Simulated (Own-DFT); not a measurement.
# Computed records: SiC (4H silicon carbide, atoms displaced)

A calculation, not a measurement: plane-wave PBE density functional theory by an unreviewed code, no spin, of a simulated periodic cell, stress positive in tension, free energy of the whole cell less one offset for each atom, forces on such cells passed a denser k mesh, this cell's mesh not checked; offsets are fitted by least squares, one for each functional and potential file, so energies compare only between cells with the same atoms and settings and are not formation energies; the far tail of each file's local potential was reset to the Coulomb form; each entry is a single point on an unrelaxed cell, so the pressure reflects the starting lattice, mostly measured values (interpolated for alloys), from which strain is counted, and rises with the displacements; printed positions are rounded, which can move forces by about a meV/angstrom; the program, named Own-DFT, is a retired in-house code; no spin-orbit coupling. Program: Own-DFT development build.

Settings shared by all entries: functional PBE; potential files PseudoDojo norm-conserving, scalar-relativistic, standard set; wave cutoff 42 hartree; occupations Fermi-Dirac; smearing width 0.1 eV; hardware one NVIDIA H100; k mesh 4 x 4 x 3 centred on Gamma.

(1) SiC (4H silicon carbide, atoms displaced)

```
CELL_PARAMETERS angstrom
9.24810 0.00000 0.00000
-4.62410 8.00910 0.00000
0.00000 0.00000 10.06810
ATOMIC_POSITIONS crystal
Si 0.99560 0.00026 0.40643
Si 0.11952 0.22911 0.15217
C 0.00174 0.99618 0.09030
C 0.10314 0.22286 0.34706
Si 0.99732 0.33732 0.40606
Si 0.11320 0.55940 0.15718
C 0.99922 0.33032 0.09515
C 0.10936 0.55278 0.34078
Si 0.00246 0.66625 0.40995
Si 0.11246 0.88548 0.15585
C 0.00123 0.66238 0.09101
C 0.10955 0.88647 0.34234
Si 0.33937 0.00574 0.40443
Si 0.44667 0.22265 0.16017
C 0.32734 0.99313 0.08998
C 0.43843 0.21800 0.34452
Si 0.33059 0.33317 0.40519
Si 0.44041 0.55396 0.15402
C 0.32927 0.32833 0.09044
C 0.44417 0.55191 0.34630
Si 0.33908 0.67418 0.40637
Si 0.45021 0.88823 0.16040
C 0.33596 0.66946 0.09384
C 0.44356 0.89448 0.34460
Si 0.66726 0.00170 0.40186
Si 0.77462 0.22459 0.15672
C 0.66945 0.99906 0.09788
C 0.78084 0.22693 0.34103
Si 0.66308 0.32436 0.40812
Si 0.78526 0.55623 0.15586
C 0.66646 0.33536 0.09759
C 0.77982 0.55210 0.33830
Si 0.67020 0.67201 0.40815
Si 0.78341 0.88996 0.15529
C 0.66799 0.66564 0.09427
C 0.77492 0.89024 0.33837
Si 0.99705 0.99916 0.90454
Si 0.87995 0.77968 0.66077
C 0.00762 0.00227 0.59322
C 0.89659 0.78079 0.84496
Si 0.99793 0.66297 0.90550
Si 0.88411 0.44102 0.65896
C 0.99697 0.67037 0.59308
C 0.88611 0.44213 0.84760
Si 0.99364 0.33002 0.90884
Si 0.88951 0.11296 0.65787
C 0.99545 0.33526 0.59423
C 0.89013 0.11121 0.85278
Si 0.67030 0.99829 0.90418
Si 0.55514 0.77785 0.65928
C 0.67202 0.00373 0.59058
C 0.55117 0.77466 0.84397
Si 0.66585 0.66865 0.90314
Si 0.55581 0.44462 0.65776
C 0.66540 0.66173 0.59389
C 0.55522 0.44225 0.84452
Si 0.66498 0.33874 0.90540
Si 0.55391 0.11149 0.65288
C 0.66622 0.33082 0.59363
C 0.55683 0.11323 0.84535
Si 0.33510 0.99789 0.90723
Si 0.22365 0.78803 0.65582
C 0.33229 0.99980 0.59215
C 0.22357 0.77903 0.84498
Si 0.33435 0.66755 0.90585
Si 0.22504 0.44431 0.65174
C 0.33358 0.66757 0.59588
C 0.21983 0.44458 0.84734
Si 0.33310 0.32742 0.90777
Si 0.22443 0.11517 0.65852
C 0.33313 0.33120 0.59536
C 0.21766 0.11100 0.84601
```

```
free energy of cell above offsets : -10.841 eV
pressure                          : 3.58 GPa
stress xx                         : -2.89 GPa
stress yy                         : -3.33 GPa
stress zz                         : -4.52 GPa
stress yz                         : 0.52 GPa
stress xz                         : 0.11 GPa
stress xy                         : -0.12 GPa
wall time                         : 367.2 s
```

Force:
```tsv
element	x (eV/Å)	y (eV/Å)	z (eV/Å)
Si	0.848	-0.078	-0.436
Si	-1.752	-2.116	1.119
C	0.004	0.738	0.642
C	1.311	0.13	-0.748
Si	0.449	-0.302	0.135
Si	0.377	-1.024	-0.627
C	-0.374	0.838	-0.087
C	0.533	1.321	1.135
Si	-0.693	-0.108	-1.084
Si	-0.641	-0.042	-0.185
C	-0.189	0.629	0.057
C	0.126	0.576	0.545
Si	-1.903	-1.474	0.41
Si	-0.596	-0.776	-1.159
C	1.477	1.125	1.334
C	0.476	1.174	0.174
Si	-0.36	-0.453	0.493
Si	1.098	0.076	0.406
C	1.492	1.146	0.853
C	-0.265	1.082	-0.439
Si	-0.437	-1.44	0.151
Si	-1.072	0.33	-1.301
C	-0.093	-0.277	0.143
C	1.067	-0.411	0.138
Si	0.265	0.422	0.31
Si	1.158	-0.395	-0.421
C	-0.247	0.304	-0.885
C	-0.562	-1.053	0.688
Si	-0.412	1.815	-0.814
Si	-1.234	0.053	-0.131
C	-0.164	-0.232	-1.079
C	-0.503	0.296	2.047
Si	0.498	-1.33	-1.28
Si	-0.26	-0.321	-0.625
C	-0.129	-0.058	-0.502
C	0.43	-0.191	1.479
Si	1.015	0.064	0.915
Si	2.231	0.153	-1.036
C	-1.831	-0.256	0.44
C	-1.699	-0.738	-0.125
Si	0.783	0.586	0.023
Si	0.348	1.229	-0.249
C	0.185	-0.46	1.105
C	-0.26	0.086	-0.611
Si	1.013	0.899	0.289
Si	0.631	0.156	-0.09
C	0.935	-0.08	0.022
C	-0.402	-0.267	-2.047
Si	-1.391	0.21	1.175
Si	-0.141	0.101	-1.132
C	-0.543	-0.786	0.428
C	0.85	0.758	-0.027
Si	0.762	-0.355	1.123
Si	0.05	-0.729	-0.376
C	-0.842	0.978	0.364
C	-0.723	0.799	-0.229
Si	0.953	-1.308	0.945
Si	0.5	-0.383	0.944
C	-0.608	0.274	0.076
C	0.259	-0.185	-0.43
Si	-0.67	0.355	-0.352
Si	0.144	-2.17	0.353
C	0.141	1.215	-0.146
C	-0.201	-0.241	-0.366
Si	-0.767	-0.529	0.151
Si	-1.136	0.108	1.349
C	-0.223	0.59	-0.563
C	0.455	-0.436	-0.616
Si	-1.083	0.921	-0.736
Si	0.214	-0.73	0.023
C	0.214	0.605	-0.594
C	1.114	-0.408	-0.455
```

(2) SiC (4H silicon carbide, atoms displaced)

```
CELL_PARAMETERS angstrom
9.24810 0.00000 0.00000
-4.62410 8.00910 0.00000
0.00000 0.00000 10.06810
ATOMIC_POSITIONS crystal
Si 0.00190 0.99462 0.40469
Si 0.11029 0.21915 0.15803
C 0.00425 0.99798 0.09536
C 0.11221 0.22582 0.34381
Si 0.99428 0.32714 0.40726
Si 0.11296 0.55870 0.16038
C 0.00578 0.33437 0.09244
C 0.11390 0.56145 0.34482
Si 0.00224 0.67071 0.40705
Si 0.11619 0.89066 0.14988
C 0.00513 0.67082 0.09030
C 0.11089 0.88909 0.34265
Si 0.34141 0.00750 0.40531
Si 0.44222 0.21866 0.15526
C 0.33256 0.99303 0.09533
C 0.44647 0.22139 0.34519
Si 0.33405 0.33762 0.40410
Si 0.44177 0.55503 0.15719
C 0.33808 0.34063 0.09706
C 0.44906 0.55568 0.34275
Si 0.33367 0.66186 0.40831
Si 0.44252 0.88456 0.15612
C 0.32738 0.66360 0.09476
C 0.45085 0.88421 0.34650
Si 0.66741 0.00272 0.40451
Si 0.78062 0.22067 0.15361
C 0.67093 0.99973 0.08929
C 0.77888 0.22241 0.34798
Si 0.66774 0.33305 0.40594
Si 0.77472 0.55881 0.15538
C 0.66860 0.33670 0.09104
C 0.77888 0.55531 0.34467
Si 0.65966 0.66030 0.40900
Si 0.77948 0.88928 0.16120
C 0.66440 0.66578 0.09640
C 0.77790 0.89292 0.34080
Si 0.99599 0.00120 0.90567
Si 0.89144 0.78281 0.65610
C 0.99769 0.99830 0.59275
C 0.88666 0.77773 0.84171
Si 0.99788 0.66844 0.90691
Si 0.88797 0.44032 0.66064
C 0.99766 0.67313 0.59538
C 0.88391 0.43503 0.84386
Si 0.00410 0.33578 0.90846
Si 0.88989 0.11205 0.65316
C 0.00230 0.33467 0.59477
C 0.88668 0.11117 0.84188
Si 0.66552 0.00139 0.90225
Si 0.55722 0.77307 0.65748
C 0.65942 0.99317 0.59116
C 0.56148 0.77743 0.84450
Si 0.65968 0.66168 0.90748
Si 0.55450 0.44468 0.65387
C 0.66298 0.66532 0.59804
C 0.56287 0.44498 0.84622
Si 0.66611 0.33353 0.90842
Si 0.55873 0.11182 0.65439
C 0.66552 0.33512 0.59497
C 0.54963 0.10713 0.84319
Si 0.33516 0.99904 0.90525
Si 0.22506 0.77968 0.65203
C 0.33261 0.00286 0.59042
C 0.22241 0.77599 0.83940
Si 0.33116 0.65860 0.90588
Si 0.22248 0.44619 0.64594
C 0.34052 0.67066 0.58992
C 0.22165 0.44188 0.84522
Si 0.33692 0.34176 0.90683
Si 0.22945 0.11788 0.65820
C 0.33752 0.32742 0.59491
C 0.22281 0.10864 0.84514
```

```
free energy of cell above offsets : -10.849 eV
pressure                          : 3.69 GPa
stress xx                         : -3.59 GPa
stress yy                         : -3.11 GPa
stress zz                         : -4.37 GPa
stress yz                         : 0.11 GPa
stress xz                         : -0.21 GPa
stress xy                         : 0.35 GPa
wall time                         : 393.5 s
```

Force:
```tsv
element	x (eV/Å)	y (eV/Å)	z (eV/Å)
Si	-0.995	0.992	0.135
Si	0.379	0.613	-0.471
C	-0.971	0.418	-0.52
C	0.195	-0.748	0.48
Si	0.635	1.556	-0.185
Si	-0.53	-0.612	-0.78
C	-0.649	0.001	0.844
C	0.052	-1.204	0.657
Si	-0.245	-0.252	0.149
Si	-0.587	-0.673	1.45
C	-0.754	-0.835	0.782
C	1.11	0.277	-0.509
Si	-0.366	-1.973	-0.036
Si	0.447	0.618	0.04
C	0.265	1.342	-0.745
C	-0.379	0.887	-0.747
Si	0.694	-1.157	0.27
Si	0.277	0.707	-0.008
C	-0.187	-1.686	-0.588
C	-1.255	-0.367	0.372
Si	0.014	0.92	-0.985
Si	0.98	0.336	0.29
C	1.074	0.26	-0.297
C	-1.587	0.472	-0.768
Si	0.555	-0.76	0.401
Si	-0.381	0.44	0.164
C	-0.666	-0.19	0.619
C	-0.49	-0.059	-1.157
Si	-0.065	0.422	0.233
Si	1.204	-0.267	0.21
C	0.134	-0.702	1.066
C	-0.287	0.145	-0.008
Si	1.378	1.592	-0.215
Si	0.067	-0.115	-1.671
C	-0.392	0.497	-0.43
C	0.547	-0.841	1.707
Si	0.776	-0.349	-0.06
Si	-0.533	-0.642	0.378
C	0.531	1.049	-0.148
C	-0.194	-0.004	0.926
Si	0.559	-0.493	-1.187
Si	-0.587	1.175	-0.888
C	1.398	-1.323	-0.33
C	0.279	1.368	0.738
Si	-0.552	-0.822	-0.606
Si	-0.346	-0.68	0.341
C	-0.493	-0.253	-0.649
C	0.237	0.484	0.107
Si	0.327	-0.287	0.37
Si	-0.745	0.934	0.171
C	1.058	1.016	0.428
C	-1.608	-0.338	-0.014
Si	1.6	0.954	0.162
Si	0.81	0.025	1.205
C	0.998	-0.07	-1.143
C	-1.658	-0.162	-0.737
Si	0.487	-0.857	-0.591
Si	-0.956	-0.348	0.138
C	0.813	-0.274	-0.387
C	0.853	0.849	-0.068
Si	-0.633	-0.74	0.004
Si	-0.562	0.146	0.274
C	0.777	-0.023	0.46
C	0.188	-0.252	0.696
Si	-0.432	1.626	-0.187
Si	0.965	-0.165	1.915
C	-0.742	-0.897	0.779
C	-0.011	0.314	-1.362
Si	0.935	-1.7	0.168
Si	-0.687	-2.187	0.044
C	-1.609	1.916	-1.079
C	-0.467	0.956	0.384
```

(3) SiC (4H silicon carbide, atoms displaced)

```
CELL_PARAMETERS angstrom
9.24810 0.00000 0.00000
-4.62410 8.00910 0.00000
0.00000 0.00000 10.06810
ATOMIC_POSITIONS crystal
Si 0.99819 0.99602 0.41045
Si 0.11012 0.22513 0.15126
C 0.99795 0.00031 0.09232
C 0.11098 0.22413 0.34100
Si 0.99743 0.33730 0.40464
Si 0.11355 0.55800 0.15606
C 0.99027 0.32517 0.08882
C 0.11299 0.56386 0.34292
Si 0.99219 0.66208 0.40756
Si 0.10427 0.88543 0.15308
C 0.00023 0.66844 0.08875
C 0.10804 0.88737 0.34619
Si 0.33066 0.99227 0.39980
Si 0.44681 0.22591 0.15230
C 0.32665 0.00037 0.09501
C 0.44742 0.22612 0.34354
Si 0.33190 0.33380 0.40664
Si 0.44004 0.55986 0.15850
C 0.33227 0.32985 0.09036
C 0.44821 0.55521 0.34466
Si 0.33423 0.66608 0.40537
Si 0.44634 0.89132 0.15795
C 0.33865 0.66564 0.08820
C 0.44192 0.88645 0.34166
Si 0.66445 0.00036 0.40548
Si 0.77302 0.21424 0.15534
C 0.66660 0.00027 0.09569
C 0.77759 0.22361 0.34870
Si 0.66930 0.33621 0.40643
Si 0.77831 0.55177 0.15796
C 0.67370 0.33635 0.09874
C 0.77981 0.55969 0.34366
Si 0.66389 0.66990 0.40749
Si 0.78336 0.89197 0.16061
C 0.66286 0.66582 0.09846
C 0.77780 0.89187 0.34923
Si 0.00250 0.99919 0.90810
Si 0.89040 0.77288 0.65517
C 0.99865 0.99559 0.59548
C 0.89037 0.78234 0.84593
Si 0.00019 0.66958 0.90372
Si 0.88394 0.44426 0.65264
C 0.00083 0.66386 0.59090
C 0.88158 0.43718 0.84703
Si 0.00391 0.33839 0.89739
Si 0.89174 0.10750 0.65582
C 0.00018 0.33271 0.59374
C 0.89279 0.10996 0.84408
Si 0.66700 0.00350 0.90986
Si 0.55915 0.78405 0.65889
C 0.66142 0.99644 0.59493
C 0.55481 0.77871 0.84356
Si 0.66039 0.66473 0.90713
Si 0.55186 0.44220 0.65495
C 0.66262 0.66411 0.59189
C 0.54965 0.43908 0.84310
Si 0.66389 0.33248 0.90711
Si 0.56071 0.11106 0.65631
C 0.67053 0.33743 0.59253
C 0.54850 0.10334 0.84221
Si 0.33447 0.00090 0.89630
Si 0.22039 0.77245 0.66006
C 0.34054 0.00335 0.59614
C 0.22007 0.77820 0.84627
Si 0.32700 0.66168 0.90854
Si 0.22555 0.44101 0.65559
C 0.32865 0.66722 0.59403
C 0.21826 0.43996 0.84874
Si 0.33729 0.33412 0.90484
Si 0.22022 0.10541 0.66205
C 0.33056 0.33392 0.59088
C 0.21805 0.10578 0.84165
```

```
free energy of cell above offsets : -10.676 eV
pressure                          : 3.68 GPa
stress xx                         : -4.48 GPa
stress yy                         : -2.27 GPa
stress zz                         : -4.29 GPa
stress yz                         : 0.01 GPa
stress xz                         : 0.17 GPa
stress xy                         : -0.16 GPa
wall time                         : 348.5 s
```

Force:
```tsv
element	x (eV/Å)	y (eV/Å)	z (eV/Å)
Si	0.163	1.25	-0.693
Si	0.205	-0.487	0.548
C	0.311	0.081	0.376
C	-0.293	-0.208	0.43
Si	1.278	-0.216	0.162
Si	-0.501	-0.678	-0.763
C	0.808	1.526	0.234
C	0.208	-1.049	0.018
Si	1.049	1.332	-0.586
Si	0.459	0.632	0.8
C	0.093	-0.58	0.767
C	-0.113	-0.473	-0.582
Si	-0.693	1.772	1.395
Si	-0.092	-0.533	1.048
C	1.319	0.023	-0.961
C	-0.122	-0.742	-0.02
Si	0.228	-0.561	-0.752
Si	1.857	-1.403	-0.383
C	-0.325	1.135	0.283
C	-1.387	0.149	0.01
Si	-0.24	-0.093	0.528
Si	-0.855	-0.354	-1.169
C	-1.785	0.714	1.58
C	0.819	-0.078	0.285
Si	-0.012	0.19	0.637
Si	0.258	1.513	0.823
C	0.041	-0.745	0.014
C	-0.173	-0.351	-1.046
Si	-0.746	-0.177	-0.299
Si	-0.426	1.315	-0.354
C	-1.023	-1.132	-1.298
C	-0.692	-0.588	0.32
Si	0.956	-0.306	-0.287
Si	-0.811	-0.712	-0.463
C	0.597	0.077	-0.5
C	0.034	-0.184	-0.557
Si	-0.889	0.165	-0.278
Si	-0.982	0.227	0.373
C	0.45	0.001	-0.089
C	-0.28	-1.386	-0.575
Si	-0.483	-0.925	0.255
Si	1.438	-0.193	1.173
C	-0.283	0.184	0.871
C	0.132	1.591	-1.396
Si	-1.126	-1.947	1.689
Si	-0.97	0.305	0.112
C	-0.08	-0.057	-0.006
C	-0.784	0.214	-0.067
Si	0.729	-0.618	-0.782
Si	-0.55	-1.607	-0.45
C	1.279	0.94	-0.62
C	-0.424	-0.103	0.725
Si	0.774	0.421	0.32
Si	0.173	0.133	-0.263
C	0.361	0.424	0.805
C	0.844	0.982	-0.142
Si	0.197	-0.586	0.355
Si	-0.845	0.406	-0.285
C	-0.926	-0.865	0.147
C	1.181	1.736	0.416
Si	-0.858	-0.671	2.332
Si	-0.144	1.103	-0.842
C	-0.845	-0.993	-0.62
C	0.388	-0.765	-0.361
Si	0.732	0.784	-1.323
Si	-1.533	0.859	0.249
C	1.487	-0.424	0.073
C	1.315	0.981	-1.46
Si	-1.324	-1.047	0.449
Si	0.175	0.582	-2.188
C	0.88	-0.995	0.84
C	0.398	1.082	1.02
```

(4) SiC (4H silicon carbide, atoms displaced)

```
CELL_PARAMETERS angstrom
9.24810 0.00000 0.00000
-4.62410 8.00910 0.00000
0.00000 0.00000 10.06810
ATOMIC_POSITIONS crystal
Si 0.00420 0.00283 0.40752
Si 0.11195 0.22010 0.16136
C 0.00033 0.99730 0.09643
C 0.11464 0.22156 0.33994
Si 0.99767 0.33071 0.40648
Si 0.10890 0.55618 0.16013
C 0.99956 0.33054 0.09329
C 0.11218 0.54930 0.34141
Si 0.99643 0.66341 0.40281
Si 0.11150 0.88727 0.15710
C 0.00246 0.66652 0.09066
C 0.11541 0.89151 0.34435
Si 0.32667 0.00358 0.40168
Si 0.44534 0.21888 0.15379
C 0.33641 0.99843 0.09613
C 0.44225 0.22321 0.34261
Si 0.33470 0.33759 0.40530
Si 0.44346 0.55271 0.15399
C 0.34187 0.32905 0.09254
C 0.44688 0.55633 0.34453
Si 0.33525 0.66856 0.40218
Si 0.44603 0.88984 0.16031
C 0.32947 0.66536 0.09425
C 0.43765 0.88569 0.34194
Si 0.66397 0.00056 0.40825
Si 0.77449 0.22504 0.15671
C 0.66969 0.99960 0.08516
C 0.77685 0.21931 0.33923
Si 0.66822 0.32684 0.40941
Si 0.77801 0.55687 0.15832
C 0.66363 0.33456 0.09301
C 0.78235 0.56342 0.34462
Si 0.66966 0.67013 0.40504
Si 0.78018 0.89518 0.15519
C 0.67092 0.67169 0.09266
C 0.77427 0.88354 0.34504
Si 0.00180 0.99964 0.90318
Si 0.88484 0.77112 0.65146
C 0.99207 0.99493 0.59981
C 0.88707 0.78044 0.84453
Si 0.00050 0.66637 0.90885
Si 0.88917 0.44574 0.65484
C 0.99912 0.66914 0.59319
C 0.88745 0.43888 0.83188
Si 0.00791 0.34089 0.90648
Si 0.89136 0.11366 0.65392
C 0.99929 0.33603 0.58971
C 0.89227 0.11466 0.83485
Si 0.66325 0.99650 0.90503
Si 0.55806 0.77778 0.66188
C 0.66208 0.99864 0.59747
C 0.55891 0.77694 0.84510
Si 0.66657 0.66416 0.91024
Si 0.55475 0.43873 0.65699
C 0.66479 0.66639 0.59700
C 0.55131 0.44232 0.84550
Si 0.67225 0.33602 0.90729
Si 0.55123 0.10567 0.65826
C 0.66483 0.32414 0.59666
C 0.55904 0.11804 0.84401
Si 0.33743 0.99854 0.90411
Si 0.23332 0.77572 0.65611
C 0.33776 0.00526 0.59664
C 0.22371 0.77903 0.84592
Si 0.33034 0.66326 0.90874
Si 0.22194 0.44360 0.65653
C 0.34069 0.66599 0.59215
C 0.21954 0.44459 0.83953
Si 0.33770 0.33577 0.91139
Si 0.21923 0.10575 0.66068
C 0.32885 0.33016 0.59278
C 0.22870 0.10961 0.84913
```

```
free energy of cell above offsets : -10.536 eV
pressure                          : 3.71 GPa
stress xx                         : -2.73 GPa
stress yy                         : -2.57 GPa
stress zz                         : -5.84 GPa
stress yz                         : 0.1 GPa
stress xz                         : -0.07 GPa
stress xy                         : 0.1 GPa
wall time                         : 381 s
```

Force:
```tsv
element	x (eV/Å)	y (eV/Å)	z (eV/Å)
Si	-0.638	-0.738	0.22
Si	0.26	0.034	-2.189
C	0.051	0.608	-0.602
C	-0.727	0.224	1.864
Si	0.64	-0.016	-0.693
Si	0.67	-0.689	-1.347
C	-0.149	0.641	0.314
C	-0.945	0.774	1.05
Si	1.348	0.843	0.949
Si	0.153	0.401	-0.417
C	-0.541	-0.345	1.305
C	-1.37	-1.157	-0.205
Si	2.024	0.007	1.431
Si	0.106	-0.116	0.664
C	-0.332	-0.177	-0.64
C	0.741	0.394	0.059
Si	0.275	-0.455	0.293
Si	0.325	0.471	0.351
C	-2.206	0.691	0.754
C	-0.149	0.235	-0.524
Si	0.181	-0.658	0.696
Si	0.371	-0.358	-1.563
C	0.618	-0.171	0.323
C	0.488	1.122	0.927
Si	0.122	-0.971	-0.038
Si	0.939	-0.689	-1.456
C	-0.914	0.519	2.234
C	0.002	0.041	1.14
Si	-1.235	0.938	-0.427
Si	-0.125	0.27	-0.594
C	1.016	0.376	0.268
C	-0.219	-1.9	-0.048
Si	-0.519	-0.879	0.955
Si	0.253	-0.843	0.154
C	-0.37	-0.596	0.855
C	-0.036	2.019	-0.205
Si	-0.377	0.536	0.428
Si	-0.291	0.789	1.574
C	1.258	0.539	-1.555
C	0.868	-1.088	-0.199
Si	-0.436	0	-1.858
Si	-0.07	-0.112	-1.387
C	1.394	-0.552	-0.557
C	0.111	1.312	3.468
Si	-1.113	-1.869	-0.605
Si	-0.907	-0.138	-0.072
C	0.459	-0.25	0.257
C	-0.021	-0.053	2.34
Si	0.797	1.176	-1.261
Si	0.114	-0.092	-0.862
C	0.79	0.056	-0.732
C	-0.992	-0.47	0.636
Si	0.134	0.441	-1.047
Si	-0.615	0.37	-0.148
C	0.354	-0.844	-0.936
C	1.192	0.456	-0.054
Si	-0.696	-0.034	-0.762
Si	0.521	0.801	0.26
C	-0.215	1.115	-0.678
C	0.283	-1.302	0.368
Si	-0.023	0.383	0.97
Si	-1.963	0.493	-0.084
C	-0.707	-1.481	-1.064
C	0.37	-0.61	-0.404
Si	0.406	0.681	-0.508
Si	0.085	0.024	-0.941
C	-0.579	-0.195	-0.102
C	1.284	0.232	1.313
Si	-0.681	-0.92	-1.369
Si	-0.21	0.522	-0.162
C	0.441	-0.182	0.293
C	-1.077	0.413	-0.418
```
